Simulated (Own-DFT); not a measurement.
# Which defects push the lattice out? zincblende InP

No measurement is shown. These are fixed-geometry runs of a retired plane-wave code named Own-DFT, which no person has reviewed; spin and spin-orbit coupling are neglected.

All runs used: PBE; PseudoDojo norm-conserving scalar-relativistic files; cutoff 36 hartree; 3 x 3 x 3 k mesh centred on Gamma; Fermi-Dirac smearing of 0.1 eV.

Caveats (not all hold for every row): not probed for a lower state with spin; forces on such cells moved up to 12 meV/angstrom on a denser k mesh; stress not checked against mesh or cutoff.

All runs share one cell, with vectors in Å (11.737, 0.000, 0.000); (0.000, 11.737, 0.000); (0.000, 0.000, 11.737) and a volume of 1617.0 Å³. The atoms are randomly displaced, by u rms on each axis. The defect's site can differ from row to row.

```
                                      cell  formula   u (Å)  P (GPa)
                                 no defect  In32P32  0.0189     3.19
                                 no defect  In32P32  0.0497     3.50
                                 no defect  In32P32  0.0537     3.65
one In on a P site and one P on an In site  In32P32  0.0307     3.66
one In on a P site and one P on an In site  In32P32  0.0311        ?
one In on a P site and one P on an In site  In32P32  0.0478     3.99
one In on a P site and one P on an In site  In32P32  0.0492     3.97
                           two P vacancies  In32P30  0.0279     2.91
                           two P vacancies  In32P30  0.0282     2.97
                           two P vacancies  In32P30  0.0328     2.98
```

## Working it out

P = P0 + c u² + a shift for each defect gives P0 = 3.10 GPa, c = 184 ± 18 GPa/Å² and a scatter of 0.04 GPa. The shifts, and each times the cell's volume:

- one In on a P site and one P on an In site: 0.42 ± 0.03 GPa, 4.3 eV
- two P vacancies: -0.31 ± 0.04 GPa, -3.1 eV (-1.6 eV for each of its 2 sites)

Against the defect-free cell, a freed cell would be larger where the shift is positive and smaller where it is negative (160.2 GPa Å³ is 1 eV). The atoms around the defects weren't relaxed, which would change these numbers.

## Check

Question: what pressure belongs in the blank (one In on a P site and one P on an In site, u = 0.0311 Å)?

The fit gives 3.70 ± 0.05 GPa. The run itself gave 3.71 GPa.
